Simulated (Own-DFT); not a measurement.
# Stretching a layer in its plane: wurtzite GaN, 72 atoms (Ga36N36)

Source: density functional calculations with Own-DFT, an unreviewed in-house program that is no longer used. Nothing was measured or relaxed, and spin and spin-orbit coupling are left out.

Settings: PBE; PseudoDojo norm-conserving scalar-relativistic files; cutoff 42 hartree; 4 x 4 x 3 k mesh centred on Gamma; Fermi-Dirac smearing of 0.1 eV.

Keep in mind: forces not confirmed at this smearing and k mesh; stress not checked against mesh or cutoff.

Unstrained cell vectors in Å: (9.567, 0.000, 0.000); (-4.784, 8.285, 0.000); (0.000, 0.000, 10.370). The unstrained cell has measured lattice constants (interpolated for alloys), not those of this functional. That, the random moves and any unrelaxed bonds set the pressure at no strain. Each run strains x and y alike by e, as a substrate would, and holds the height along z. Each atom got a random Gaussian move of width 0.05 Å along each axis. Stress is positive in tension.

```
e (%),u (Å),(s_xx + s_yy)/2 (GPa),s_zz (GPa)
-3.00,0.050,-26.51,-12.77
-2.50,0.049,-20.81,-13.86
-1.00,0.045,-12.90,-8.78
-0.75,0.050,?,?
0.25,0.046,-6.13,-6.95
0.50,0.049,-4.37,-7.29
0.75,0.048,-3.03,-7.03
1.00,0.054,-2.80,-7.52
2.50,0.052,4.11,-4.25
2.75,0.049,5.36,-5.25
```

## Worked fit

With e as a fraction, the in-plane stress is -7.2 + 526 e - 2876 e² GPa (errors 13 and 740, scatter 0.75), and s_zz is -8.4 + 153 e GPa (slope ± 18, scatter 1.00). At e = 0 the first slope is C11 + C12 and the second 2 C13, both with the ions held to the strained lattice and at the cell's own pressure. The term in e² is negative: the layer stiffens under compression and softens under tension. A free layer would change its height as e changes, and the in-plane slope would drop by 2 C13²/C33 to the biaxial modulus. At fixed height, a misfit of 1 % moves the in-plane stress by about 5.3 GPa and s_zz by 1.5 GPa.

## Prediction

Q: what are the two stresses at e = -0.75 %?

From the fit: -11.3 and -9.6 GPa. The calculation gave -11.85 and -8.85 GPa.
